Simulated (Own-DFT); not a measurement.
# Which defects push the lattice out? zincblende GaAs

No measurement is shown. These are fixed-geometry runs of a retired plane-wave code named Own-DFT, which no person has reviewed; spin and spin-orbit coupling are neglected.

Common settings: PBE; PseudoDojo norm-conserving scalar-relativistic files; cutoff 42 hartree; 3 x 3 x 3 k mesh centred on Gamma; Fermi-Dirac smearing of 0.1 eV.

Known weak points (not all hold for every row): not probed for a lower state with spin; forces not confirmed at this smearing and k mesh; stress not checked against mesh or cutoff.

All runs share one cell, with vectors in Å (10.862, 0.000, 0.000); (0.000, 10.862, 0.000); (0.000, 0.000, 11.796) and a volume of 1391.7 Å³, strained against the parent crystal. u is the rms random offset of the atoms per axis. The defect's site can differ from row to row.

| cell | formula | u (Å) | P (GPa) |
|---|---|---|---|
| no defect | As32Ga32 | 0.0291 | 6.68 |
| no defect | As32Ga32 | 0.0302 | 6.67 |
| no defect | As32Ga32 | 0.0554 | 7.11 |
| one Al on a Ga site | AlAs32Ga31 | 0.0303 | 6.67 |
| one Al on a Ga site | AlAs32Ga31 | 0.0333 | 6.67 |
| one Al on a Ga site | AlAs32Ga31 | 0.0523 | 7.19 |
| one In on a Ga site | As32Ga31In | 0.0290 | 7.42 |
| one In on a Ga site | As32Ga31In | 0.0298 | 7.48 |
| one In on a Ga site | As32Ga31In | 0.0322 | 7.39 |
| one As vacancy and one Ga vacancy | As31Ga31 | 0.0313 | 5.91 |
| one As vacancy and one Ga vacancy | As31Ga31 | 0.0464 | 6.25 |
| one As vacancy and one Ga vacancy | As31Ga31 | 0.0527 | 6.39 |
| one P on an As site | As31Ga32P | 0.0281 | 6.32 |
| one P on an As site | As31Ga32P | 0.0336 | ? |
| one P on an As site | As31Ga32P | 0.0474 | 6.68 |
| one P on an As site | As31Ga32P | 0.0482 | 6.68 |

## Working it out

P = P0 + c u² + a shift for each defect gives P0 = 6.43 GPa, c = 244 ± 18 GPa/Å² and a scatter of 0.05 GPa. The shifts, and each times the cell's volume:

- one In on a Ga site: 0.78 ± 0.04 GPa, 6.8 eV
- one Al on a Ga site: 0.03 ± 0.04 GPa, 0.2 eV (not resolved)
- one P on an As site: -0.30 ± 0.04 GPa, -2.6 eV
- one As vacancy and one Ga vacancy: -0.73 ± 0.04 GPa, -6.3 eV

A positive shift means that the defect pushes the cell outwards. Shift times volume (160.2 GPa Å³ is 1 eV) depends little on the cell's size, so, taken for each site, it can be compared between cells at like pressure. The atoms around the defects weren't relaxed, which would change these numbers.

## Withheld run

Asked: what pressure belongs in the blank (one P on an As site, u = 0.0336 Å)?

The fit gives 6.40 ± 0.06 GPa. Computed: 6.39 GPa.
